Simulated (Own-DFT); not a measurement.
# Response to strain: hcp Ru, 36 atoms (Ru36)

These are calculations, not measurements. The program, named Own-DFT, is a retired in-house plane-wave density functional code that no person has reviewed. Each row is one single-point run on a periodic cell that was not relaxed, without spin or spin-orbit coupling.

Settings of every run: PBE; PseudoDojo norm-conserving scalar-relativistic files; cutoff 50 hartree; 5 x 5 x 4 k mesh centred on Gamma; cold (Marzari-Vanderbilt) smearing of 0.2 eV.

Known limits: forces on such cells failed a check on a denser k mesh; stress not checked against mesh or cutoff.

Unstrained cell vectors in Å: (8.118, 0.000, 0.000); (-4.059, 7.030, 0.000); (0.000, 0.000, 8.563). The unstrained cell has measured lattice constants (interpolated for alloys), not those of this functional. That, the random moves and any unrelaxed bonds set the pressure at no strain. Each run strains this cell uniformly, with the atoms carried along. Every atom was also moved at random, by a Gaussian of width 0.05 Å on each axis. Strain is the symmetric tensor, in per cent. Stress is positive in tension, and the pressure is minus a third of its trace.

| run | e_xx (%) | e_yy (%) | e_zz (%) | e_yz (%) | e_xz (%) | e_xy (%) | s_xx (GPa) | s_yy (GPa) | s_zz (GPa) | s_yz (GPa) | s_xz (GPa) | s_xy (GPa) | P (GPa) | E (meV/atom) |
|---|---|---|---|---|---|---|---|---|---|---|---|---|---|---|
| 1 | -1.28 | -1.72 | 1.53 | -0.31 | 1.87 | 1.60 | -17.80 | -19.50 | -4.16 | -1.26 | 6.49 | 7.98 | 13.82 | 68.4 |
| 2 | -0.28 | 0.27 | 0.48 | -1.07 | 0.15 | -0.28 | -7.97 | -5.96 | -4.25 | -3.69 | 0.38 | -1.67 | 6.06 | 17.8 |
| 3 | -1.30 | 1.23 | -0.03 | 0.72 | -0.61 | -1.62 | -14.02 | -3.33 | -7.90 | 2.94 | -1.82 | -6.40 | 8.41 | 32.1 |
| 4 | -0.78 | 1.40 | -0.01 | 0.10 | -1.25 | 0.33 | -7.92 | -0.72 | -5.85 | 0.48 | -4.44 | 1.39 | 4.83 | 0.0 |
| 5 | -0.73 | -0.76 | 1.28 | -1.74 | 1.41 | 1.37 | -11.53 | -12.50 | -3.34 | -6.16 | 4.66 | 5.44 | 9.13 | 50.9 |
| 6 | -1.89 | -0.56 | -0.68 | 0.04 | 0.55 | -0.48 | -24.16 | -15.96 | -18.19 | 0.22 | 2.03 | -1.91 | 19.44 | 63.4 |
| 7 | -0.53 | -1.58 | 0.89 | -1.18 | 0.41 | 0.20 | -12.41 | -17.70 | -6.31 | -4.58 | 1.88 | 0.88 | 12.14 | 43.6 |
| 8 | 0.29 | -0.09 | -0.23 | -0.46 | 0.83 | 0.70 | -5.19 | -8.79 | -8.66 | -2.00 | 3.19 | 2.88 | 7.55 | 16.7 |
| 9 | 1.74 | 1.63 | -0.91 | 1.41 | 0.64 | -0.93 | 3.15 | 1.62 | -8.49 | 5.71 | 2.65 | -3.73 | 1.24 | 46.4 |
| 10 | -0.29 | -0.24 | 0.21 | -0.66 | -1.26 | 0.72 | -10.16 | -9.50 | -7.46 | -2.39 | -4.80 | 2.90 | 9.04 | 32.9 |
| 11 | 0.54 | -1.26 | 0.68 | 1.26 | 0.89 | -0.58 | -5.03 | -12.70 | -5.33 | 4.50 | 2.98 | -2.56 | 7.69 | 21.9 |
| 12 | 1.67 | -0.90 | -1.21 | 0.64 | 1.18 | 1.10 | -2.45 | -12.93 | -14.98 | 2.66 | 4.36 | 5.01 | 10.12 | 41.2 |
| 13 | 0.69 | 1.87 | -1.39 | -0.60 | 0.87 | -0.84 | -2.18 | 1.83 | -11.55 | -2.49 | 3.49 | -2.90 | 3.97 | 15.0 |
| 14 | 0.06 | -0.48 | -1.79 | -1.42 | -0.13 | -0.04 | -12.84 | -13.15 | -21.68 | -5.96 | -0.31 | -0.48 | 15.89 | 46.5 |
| 15 | -0.90 | -0.77 | -1.72 | -0.98 | -0.34 | 0.72 | -19.12 | -18.58 | -22.92 | -4.22 | -1.46 | 4.36 | 20.21 | 57.0 |
| 16 | 0.82 | -0.78 | -1.59 | 1.34 | -0.29 | -0.78 | ? | ? | ? | ? | ? | ? | ? | ? |

E is the free energy for each atom above the lowest run shown.

## Worked fit

Each stress component was fitted by least squares to a constant and the strains of the runs shown, as fractions, with shears doubled. Shear strains stay in the fit of a normal stress only where such slopes are resolved. The slopes, in GPa:

```
stress,at no strain,per e_xx,per e_yy,per e_zz,scatter
s_xx,-7.9,644 ± 31,236 ± 28,238 ± 32,1.11
s_yy,-8.4,175 ± 23,604 ± 21,166 ± 24,0.84
s_zz,-8.1,186 ± 18,230 ± 16,680 ± 18,0.64
```

Each shear stress against twice its own strain: yz 193 ± 5, xz 182 ± 5, xy 225 ± 11 GPa. These are stiffnesses along x, y and z of the frame in which the cell vectors are given, which need not be the crystal's axes. The atoms are held to the strained lattice; where symmetry lets them move under strain, relaxing them would lower some slopes. The table should be nearly symmetric about its diagonal, and what it lacks of that shows the noise. A ninth of its sum, 351 ± 12 GPa, estimates the bulk modulus near the mean pressure of these runs, 10.0 GPa, so it lies above the value at zero pressure.

## Withheld run

Question: what normal stresses and pressure should run 16 give?

The fit gives s_xx = -8.3, s_yy = -14.3, s_zz = -19.2 and P = 13.9 GPa. The calculation gave -7.89, -14.89, -20.15 and P = 14.31 GPa.
